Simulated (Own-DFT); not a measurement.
# Computed records: Hf₃₆O₇₁ (tetragonal hafnia with one neutral oxygen vacancy, atoms displaced)

Computed with Own-DFT development build. A calculation, not a measurement: plane-wave PBE and HSE06 DFT by an unreviewed code, no spin, of a simulated cell at Gamma alone, so results move with cell size and shape, stress positive in tension, energies less offsets, not probed for a lower state with spin; hafnium file: forces about 75 meV/angstrom off all-electron values; oxygen file: force components 24 meV/angstrom off all-electron in a glass; k mesh not checked against a denser one; forces and stress are PBE's, HSE06 gives the energy alone, and its difference from PBE has offsets of its own; offsets are fitted by least squares, one for each functional and potential file, so energies compare only between cells with the same atoms and settings and are not formation energies; the far tail of each file's local potential was reset to the Coulomb form; each entry is a single point on an unrelaxed cell, so the pressure reflects the starting lattice, taken from the Materials Project, from which strain is counted, and rises with the displacements; printed positions are rounded, which can move forces by about a meV/angstrom; the program is a retired in-house code; no spin-orbit coupling.

Settings shared by all entries: first functional PBE; second functional HSE06; exact exchange share 0.25; screening 0.11 1/bohr; exchange divergence Gygi-Baldereschi; potential files PseudoDojo norm-conserving, scalar-relativistic, made for PBE, standard set; wave cutoff 48 hartree; occupations fixed; k mesh 1 x 1 x 1 centred on Gamma.

(1) Hf₃₆O₇₁ (tetragonal hafnia with one neutral oxygen vacancy, atoms displaced)

```cif
# cell vector a (Å): 10.7800 0.0000 0.0000
# cell vector b (Å): 0.0000 10.7800 0.0000
# cell vector c (Å): 0.0000 0.0000 10.4493
data_Hf36O71
_symmetry_space_group_name_H-M 'P 1'
_symmetry_Int_Tables_number 1
_cell_length_a 10.7800
_cell_length_b 10.7800
_cell_length_c 10.4493
_cell_angle_alpha 90.000
_cell_angle_beta 90.000
_cell_angle_gamma 90.000
_cell_volume 1214.30
loop_
_atom_site_label
_atom_site_type_symbol
_atom_site_fract_x
_atom_site_fract_y
_atom_site_fract_z
_atom_site_occupancy
Hf1 Hf 0.99851 0.00163 0.00001 1
Hf2 Hf 0.16683 0.16633 0.24948 1
O1 O 0.99891 0.17082 0.15322 1
O2 O 0.16840 0.99442 0.34547 1
O3 O 0.99769 0.17037 0.40414 1
O4 O 0.16173 0.00431 0.09475 1
Hf3 Hf 0.99721 0.99988 0.50148 1
Hf4 Hf 0.16463 0.16317 0.74883 1
O5 O 0.99652 0.16411 0.65009 1
O6 O 0.16517 0.99951 0.85121 1
O7 O 0.00135 0.16563 0.90356 1
O8 O 0.15981 0.99904 0.59435 1
Hf5 Hf 0.99949 0.33319 0.99817 1
Hf6 Hf 0.16359 0.49677 0.24906 1
O9 O 0.00567 0.49643 0.14885 1
O10 O 0.16926 0.33229 0.35269 1
O11 O 0.00165 0.49769 0.39794 1
Hf7 Hf 0.99956 0.33688 0.49391 1
Hf8 Hf 0.16668 0.49797 0.74950 1
O12 O 0.00085 0.50634 0.65558 1
O13 O 0.16783 0.32783 0.84711 1
O14 O 0.00600 0.50039 0.89670 1
O15 O 0.16216 0.33221 0.59507 1
Hf9 Hf 0.00045 0.65886 0.99865 1
Hf10 Hf 0.16925 0.83199 0.25341 1
O16 O 0.99770 0.83455 0.15415 1
O17 O 0.15895 0.66804 0.34880 1
O18 O 0.99705 0.82590 0.39472 1
O19 O 0.17001 0.67171 0.09674 1
Hf11 Hf 0.99866 0.66538 0.50018 1
Hf12 Hf 0.16592 0.83578 0.75181 1
O20 O 0.99957 0.83309 0.64958 1
O21 O 0.16596 0.66641 0.84930 1
O22 O 0.00067 0.83085 0.89565 1
O23 O 0.16656 0.66399 0.59685 1
Hf13 Hf 0.33456 0.99893 0.99621 1
Hf14 Hf 0.49680 0.16214 0.24742 1
O24 O 0.32691 0.16415 0.15234 1
O25 O 0.49937 0.99833 0.35029 1
O26 O 0.32842 0.16954 0.40633 1
O27 O 0.50122 0.99974 0.09976 1
Hf15 Hf 0.33205 0.99623 0.50090 1
Hf16 Hf 0.50276 0.16477 0.75361 1
O28 O 0.33333 0.16268 0.65229 1
O29 O 0.49802 0.99767 0.84601 1
O30 O 0.33808 0.16803 0.90428 1
O31 O 0.50164 0.00116 0.59728 1
Hf17 Hf 0.33262 0.33415 0.00088 1
Hf18 Hf 0.50492 0.49826 0.25150 1
O32 O 0.33242 0.49923 0.15556 1
O33 O 0.49998 0.33595 0.34571 1
O34 O 0.33330 0.49928 0.40587 1
O35 O 0.49668 0.33261 0.09806 1
Hf19 Hf 0.33135 0.33866 0.49658 1
Hf20 Hf 0.49538 0.49542 0.74706 1
O36 O 0.33611 0.49927 0.64779 1
O37 O 0.49818 0.33785 0.85298 1
O38 O 0.33488 0.49752 0.90879 1
O39 O 0.49952 0.33577 0.60072 1
Hf21 Hf 0.33619 0.66594 0.00727 1
Hf22 Hf 0.49717 0.83388 0.25066 1
O40 O 0.33398 0.83255 0.15029 1
O41 O 0.50266 0.67001 0.34908 1
O42 O 0.33259 0.83322 0.39886 1
O43 O 0.50089 0.66233 0.09713 1
Hf23 Hf 0.33396 0.66655 0.49619 1
Hf24 Hf 0.49856 0.83601 0.75497 1
O44 O 0.32952 0.83480 0.65418 1
O45 O 0.49609 0.66617 0.85023 1
O46 O 0.33042 0.82487 0.90211 1
O47 O 0.50111 0.67008 0.59343 1
Hf25 Hf 0.66846 0.00218 0.99856 1
Hf26 Hf 0.83573 0.17291 0.25267 1
O48 O 0.67155 0.16819 0.14969 1
O49 O 0.83814 0.99932 0.34789 1
O50 O 0.66388 0.16277 0.40556 1
O51 O 0.83232 0.00042 0.09840 1
Hf27 Hf 0.67325 0.99960 0.50340 1
Hf28 Hf 0.83254 0.16574 0.74833 1
O52 O 0.66216 0.17139 0.65424 1
O53 O 0.83583 0.00235 0.84582 1
O54 O 0.66230 0.16842 0.90360 1
O55 O 0.83021 0.00340 0.59504 1
Hf29 Hf 0.66647 0.33426 0.99901 1
Hf30 Hf 0.82854 0.50320 0.25487 1
O56 O 0.66819 0.50245 0.14790 1
O57 O 0.83145 0.32913 0.35046 1
O58 O 0.67065 0.50067 0.40759 1
O59 O 0.83142 0.33109 0.10094 1
Hf31 Hf 0.66499 0.33585 0.50205 1
Hf32 Hf 0.82917 0.49287 0.75006 1
O60 O 0.66708 0.50608 0.65367 1
O61 O 0.82890 0.32932 0.84538 1
O62 O 0.66564 0.50130 0.90153 1
O63 O 0.83270 0.33274 0.60551 1
Hf33 Hf 0.66432 0.66832 0.00029 1
Hf34 Hf 0.83090 0.83300 0.25566 1
O64 O 0.66335 0.83006 0.15331 1
O65 O 0.83034 0.66108 0.34558 1
O66 O 0.66884 0.83240 0.40394 1
O67 O 0.84015 0.66450 0.09775 1
Hf35 Hf 0.66421 0.66991 0.50198 1
Hf36 Hf 0.83222 0.83525 0.74967 1
O68 O 0.66906 0.83398 0.65173 1
O69 O 0.82886 0.66929 0.84571 1
O70 O 0.66567 0.83506 0.89808 1
O71 O 0.83024 0.66845 0.59777 1
```

- PBE energy of cell above offsets: -100.722 eV
- HSE06 less PBE above offsets: -0.126 eV
- PBE pressure: 0.78 GPa
- PBE stress xx: 0.07 GPa
- PBE stress yy: -1.05 GPa
- PBE stress zz: -1.34 GPa
- PBE stress yz: 0.27 GPa
- PBE stress xz: -0.37 GPa
- PBE stress xy: 0.03 GPa

Force:
```tsv
element	x (eV/Å)	y (eV/Å)	z (eV/Å)
Hf	-0.056	-1.517	0.208
Hf	-0.455	-0.461	0.325
O	0.442	0.382	-0.056
O	-0.196	1.12	0.459
O	0.26	-0.65	-0.225
O	1.074	-0.147	0.097
Hf	-0.063	-0.455	-1.002
Hf	0.228	0.261	-0.38
O	0.306	-0.197	0.42
O	0.543	0.27	-0.498
O	-0.214	0.568	-0.252
O	1.04	0.11	0.394
Hf	0.52	-0.064	0.668
Hf	0.571	0.536	0.104
O	-0.892	-0.408	-0.1
O	-0.273	0.336	-1.147
O	-0.379	0.336	0.008
Hf	-0.12	-0.643	1.221
Hf	-0.165	0.832	0.221
O	-0.528	-0.448	-0.494
O	-0.051	0.464	0.177
O	-0.569	-1.206	0.423
O	0.459	0.225	0.297
Hf	0.758	1.84	-0.23
Hf	-1.485	-0.504	-1.311
O	0.264	0.191	0.003
O	0.799	-0.766	-0.077
O	-0.314	0.985	1.234
O	-0.743	-0.377	0.395
Hf	0.258	0.326	0.492
Hf	-0.784	-1.286	0.354
O	-0.238	0.247	-0.308
O	0.131	-0.457	-0.732
O	-0.154	0.402	0.856
O	0.346	0.032	-0.256
Hf	-0.933	-0.195	0.473
Hf	0.772	0.293	0.29
O	0.937	0.256	0.01
O	-0.437	0.173	-0.518
O	0.417	-0.742	-0.507
O	-0.215	0.409	-0.363
Hf	0.32	1.017	0.299
Hf	-1.206	0.774	-0.474
O	-0.173	-0.041	0.627
O	-0.199	0.497	0.815
O	0.035	-0.595	0.028
O	-0.103	-0.253	0.139
Hf	-0.516	-0.018	0.194
Hf	-0.731	0.529	-0.621
O	0.102	-0.324	0.398
O	0.173	-0.733	0.289
O	0.104	0.945	-0.847
O	0.66	-0.1	0.252
Hf	-0.08	-1.247	1.022
Hf	0.824	0.773	0.8
O	-0.849	-0.018	0.441
O	0.252	-0.854	-0.656
O	-0.346	0.306	-0.675
O	0.013	0.104	-0.32
Hf	-0.677	-0.455	-1.089
Hf	0.431	0.233	-0.046
O	0.288	0.28	0.069
O	-0.209	-0.901	-0.362
O	0.071	-0.415	0.205
O	0.091	0.088	0.647
Hf	-0.343	0.126	0.824
Hf	0.194	-1.484	-1.066
O	0.659	0.342	-0.402
O	0.393	-0.032	-0.543
O	0.338	1.829	0.054
O	-0.892	0.033	0.469
Hf	0.402	-0.242	0.755
Hf	-0.446	-1.371	-0.67
O	-1.213	-0.128	0.585
O	-0.21	0.414	0.19
O	0.068	0.901	-0.126
O	-0.248	-0.118	-0.388
Hf	-2.058	-0.261	-0.915
Hf	0.074	0.246	-0.296
O	0.923	-0.277	0.024
O	-0.448	-0.022	0.191
O	-0.162	-0.564	-0.335
O	1.057	0.043	0.981
Hf	-0.309	0.212	0.435
Hf	0.73	-0.845	-1.265
O	-0.214	-0.182	0.771
O	-0.156	1.583	0.508
O	-0.258	-0.26	-0.9
O	0.452	0.39	-0.602
Hf	0.052	-1.031	0.328
Hf	0.308	1.605	-0.103
O	-0.621	-0.577	-0.154
O	0.162	0.23	0.949
O	0.382	-0.259	0.253
O	0.038	0.405	-1.007
Hf	0.982	-0.064	-0.544
Hf	0.982	0.068	-1.084
O	0.311	-0.084	-0.14
O	0	0.874	0.526
O	0.269	0.595	-0.221
O	-1.278	-0.336	0.064
Hf	0.545	0.063	0.42
Hf	0.652	-1.271	0.29
O	-0.769	0.225	0.162
O	0.152	-0.723	0.104
O	-0.167	0.29	0.587
O	0.534	0.006	-0.513
```

(2) Hf₃₆O₇₁ (tetragonal hafnia with one neutral oxygen vacancy, atoms displaced)

```cif
# cell vector a (Å): 10.7800 0.0000 0.0000
# cell vector b (Å): 0.0000 10.7800 0.0000
# cell vector c (Å): 0.0000 0.0000 10.4493
data_Hf36O71
_symmetry_space_group_name_H-M 'P 1'
_symmetry_Int_Tables_number 1
_cell_length_a 10.7800
_cell_length_b 10.7800
_cell_length_c 10.4493
_cell_angle_alpha 90.000
_cell_angle_beta 90.000
_cell_angle_gamma 90.000
_cell_volume 1214.30
loop_
_atom_site_label
_atom_site_type_symbol
_atom_site_fract_x
_atom_site_fract_y
_atom_site_fract_z
_atom_site_occupancy
Hf1 Hf 0.99904 0.99913 0.99954 1
Hf2 Hf 0.16612 0.16891 0.24683 1
O1 O 0.99455 0.16550 0.14998 1
O2 O 0.16365 0.00316 0.34789 1
O3 O 0.99871 0.16823 0.40078 1
O4 O 0.16840 0.00135 0.09409 1
Hf3 Hf 0.99826 0.99946 0.50151 1
Hf4 Hf 0.16514 0.16687 0.74677 1
O5 O 0.99739 0.16609 0.65111 1
O6 O 0.16872 0.99662 0.84603 1
O7 O 0.99528 0.16404 0.90156 1
O8 O 0.16440 0.99815 0.59820 1
Hf5 Hf 0.99968 0.32780 0.00125 1
Hf6 Hf 0.17162 0.49958 0.24659 1
O9 O 0.00432 0.49642 0.15004 1
O10 O 0.16573 0.33288 0.34687 1
O11 O 0.99938 0.49804 0.40056 1
O12 O 0.16629 0.33303 0.09994 1
Hf7 Hf 0.99888 0.33038 0.49500 1
Hf8 Hf 0.16668 0.49933 0.75363 1
O13 O 0.99778 0.49835 0.65613 1
O14 O 0.17187 0.33257 0.84798 1
O15 O 0.99911 0.50103 0.90073 1
O16 O 0.16332 0.33107 0.59839 1
Hf9 Hf 0.99829 0.67283 0.00011 1
Hf10 Hf 0.16588 0.83646 0.25128 1
O17 O 0.99654 0.82906 0.15265 1
O18 O 0.16953 0.66951 0.34576 1
O19 O 0.99855 0.83263 0.40320 1
O20 O 0.16479 0.66648 0.10381 1
Hf11 Hf 0.00259 0.66288 0.50027 1
Hf12 Hf 0.16888 0.83353 0.75386 1
O21 O 0.00280 0.83074 0.64949 1
O22 O 0.16712 0.66899 0.84666 1
O23 O 0.00157 0.83023 0.90593 1
O24 O 0.16965 0.66873 0.59430 1
Hf13 Hf 0.33527 0.00306 0.99540 1
Hf14 Hf 0.50494 0.16471 0.24845 1
O25 O 0.32992 0.16523 0.15386 1
O26 O 0.50001 0.99581 0.34433 1
O27 O 0.33409 0.16527 0.40586 1
O28 O 0.50169 0.00136 0.09375 1
Hf15 Hf 0.33380 0.00194 0.50096 1
Hf16 Hf 0.49959 0.16822 0.75611 1
O29 O 0.33478 0.16367 0.65251 1
O30 O 0.49705 0.99819 0.85004 1
O31 O 0.33754 0.16376 0.90349 1
O32 O 0.49542 0.00009 0.59609 1
Hf17 Hf 0.33366 0.33498 0.00210 1
Hf18 Hf 0.49611 0.49762 0.24783 1
O33 O 0.33672 0.50551 0.15483 1
O34 O 0.49606 0.33382 0.35334 1
O35 O 0.33501 0.50100 0.40118 1
O36 O 0.49995 0.33545 0.09840 1
Hf19 Hf 0.33671 0.33558 0.50060 1
Hf20 Hf 0.49831 0.49890 0.74818 1
O37 O 0.33569 0.49967 0.65648 1
O38 O 0.50234 0.33034 0.85073 1
O39 O 0.33413 0.50508 0.90841 1
O40 O 0.49988 0.32878 0.60271 1
Hf21 Hf 0.33358 0.66429 0.99807 1
Hf22 Hf 0.49951 0.82773 0.24516 1
O41 O 0.33556 0.82957 0.15164 1
O42 O 0.50059 0.66720 0.34483 1
O43 O 0.32840 0.83338 0.40300 1
O44 O 0.49940 0.66740 0.08978 1
Hf23 Hf 0.34138 0.66996 0.50047 1
Hf24 Hf 0.50721 0.82727 0.75039 1
O45 O 0.50043 0.66833 0.84198 1
O46 O 0.32988 0.83488 0.89737 1
O47 O 0.50264 0.66917 0.59645 1
Hf25 Hf 0.66565 0.99963 0.99852 1
Hf26 Hf 0.83365 0.16655 0.25349 1
O48 O 0.66838 0.16481 0.15132 1
O49 O 0.83245 0.00032 0.34465 1
O50 O 0.66622 0.17154 0.40076 1
O51 O 0.83212 0.00294 0.09670 1
Hf27 Hf 0.66228 0.99599 0.50082 1
Hf28 Hf 0.83619 0.16676 0.74912 1
O52 O 0.67070 0.16994 0.64879 1
O53 O 0.83453 0.00107 0.84119 1
O54 O 0.66417 0.16917 0.90317 1
O55 O 0.83226 0.00011 0.59958 1
Hf29 Hf 0.66631 0.33296 0.00337 1
Hf30 Hf 0.82975 0.49325 0.24676 1
O56 O 0.66241 0.49455 0.15396 1
O57 O 0.83685 0.33086 0.35247 1
O58 O 0.66567 0.50372 0.40152 1
O59 O 0.83366 0.33675 0.09663 1
Hf31 Hf 0.66340 0.33695 0.49843 1
Hf32 Hf 0.83842 0.50339 0.75277 1
O60 O 0.66628 0.49868 0.64787 1
O61 O 0.83256 0.33423 0.84945 1
O62 O 0.66624 0.50199 0.90199 1
O63 O 0.83221 0.33635 0.59414 1
Hf33 Hf 0.66669 0.66479 0.99687 1
Hf34 Hf 0.83349 0.82797 0.24773 1
O64 O 0.67252 0.83562 0.15438 1
O65 O 0.83135 0.66703 0.34992 1
O66 O 0.66472 0.83439 0.40613 1
O67 O 0.83387 0.66969 0.10297 1
Hf35 Hf 0.66772 0.66571 0.49946 1
Hf36 Hf 0.83443 0.83647 0.75330 1
O68 O 0.67031 0.83742 0.65124 1
O69 O 0.83390 0.66571 0.84989 1
O70 O 0.66748 0.83365 0.90660 1
O71 O 0.82684 0.66384 0.59196 1
```

* PBE energy of cell above offsets: -100.904 eV
* HSE06 less PBE above offsets: -0.142 eV
* PBE pressure: 1.12 GPa
* PBE stress xx: -0.58 GPa
* PBE stress yy: -1.01 GPa
* PBE stress zz: -1.77 GPa
* PBE stress yz: -0.07 GPa
* PBE stress xz: -0.2 GPa
* PBE stress xy: -0.01 GPa

Force:
```tsv
element	x (eV/Å)	y (eV/Å)	z (eV/Å)
Hf	-0.026	0.082	0.657
Hf	-0.331	-0.43	0.718
O	0.995	0.32	-0.138
O	-0.014	-0.023	-0.361
O	-0.002	-0.702	-0.09
O	-0.631	-0.174	0.113
Hf	-0.149	-0.483	-0.483
Hf	0.423	-0.392	-0.44
O	0.67	-0.022	0.026
O	-0.429	1.275	0.143
O	0.568	0.173	-0.157
O	0.514	0.033	0.078
Hf	-0.359	1.292	-0.139
Hf	-1.56	0.911	0.952
O	-0.834	-0.129	0.407
O	0.277	0.049	-0.111
O	0.13	0.285	0.21
O	0.595	-0.092	-0.476
Hf	-0.33	0.676	0.568
Hf	-0.671	0.412	-0.601
O	1.118	0.547	-0.38
O	-0.007	-0.178	0.332
O	0.3	-0.313	0.319
O	0.712	0.102	0.01
Hf	0.429	-1.819	1.114
Hf	0.117	-0.59	0.155
O	0.87	0.539	-0.357
O	-0.345	-0.644	-0.017
O	0.185	0.017	0.008
O	0.441	-0.045	-1.223
Hf	-0.303	0.584	-0.428
Hf	0.868	-0.229	-1.484
O	-0.894	-0.015	0.973
O	-0.026	-0.839	0.3
O	-0.378	1.305	-0.768
O	0.37	-0.247	0.311
Hf	-0.038	-1.226	0.414
Hf	-0.583	-0.414	0.791
O	1.1	0.337	-0.192
O	0.059	0.483	-0.19
O	0.011	0.707	-0.303
O	-0.218	0.12	0.426
Hf	-0.622	-0.252	-0.097
Hf	0.659	-0.691	-1.134
O	-0.575	0.255	0.534
O	0.544	-0.196	-0.55
O	-0.214	1.446	-0.149
O	0.772	-0.452	0.288
Hf	-0.15	-0.786	-0.302
Hf	0.858	0.078	1.353
O	-0.548	-0.455	-1.013
O	0.152	-0.032	-0.731
O	0.023	-0.204	0.325
O	-0.516	-0.269	0.338
Hf	-0.59	-0.682	-0.008
Hf	1.449	-0.451	0.048
O	-0.485	-0.222	-0.286
O	-0.543	1.257	0.202
O	0.042	-1.645	-0.754
O	-0.289	0.439	-0.133
Hf	-1.131	2.269	0.682
Hf	0.439	0.875	0.322
O	-0.409	0.243	0.013
O	-0.269	-0.308	-0.155
O	0.401	0.276	0.506
O	0.684	0.017	0.418
Hf	-1.671	0.261	-0.386
Hf	-1.49	1.556	-0.68
O	0.12	-0.891	0.61
O	0.267	-0.577	0.3
O	-0.065	0.281	0.523
Hf	0.228	0.535	0.467
Hf	-0.226	-0.814	0.194
O	-0.202	0.525	-0.035
O	0.01	-0.089	0.241
O	-0.403	-0.815	-0.223
O	0.333	-0.152	-0.703
Hf	0.571	0.953	-0.114
Hf	-1.104	0.868	-0.662
O	-0.786	-0.359	0.832
O	-0.027	-0.335	1.035
O	0.107	-0.598	0.06
O	0.133	-0.144	-0.407
Hf	0.322	0.176	-0.927
Hf	1.277	1.008	0.713
O	0.425	0.245	-0.367
O	-0.433	0.628	-0.942
O	-0.006	-0.862	-0.534
O	-0.176	0.048	0.422
Hf	0.715	-0.345	0.904
Hf	-0.978	-1.05	-0.582
O	-0.575	0.062	0.838
O	0.144	-0.073	-0.112
O	-0.209	-0.418	0.204
O	0.321	-0.099	0.151
Hf	0.626	0.203	0.6
Hf	0.259	0.337	1.201
O	-1.609	-0.178	-0.41
O	-0.008	-0.692	-0.619
O	-0.061	-0.384	-0.3
O	-0.59	-0.707	-0.755
Hf	0.474	0.124	-0.642
Hf	0.498	-0.45	-1.391
O	-0.187	-0.025	0.595
O	-0.11	0.823	0.025
O	0.146	-0.351	-0.68
O	1.634	0.023	1.149
```
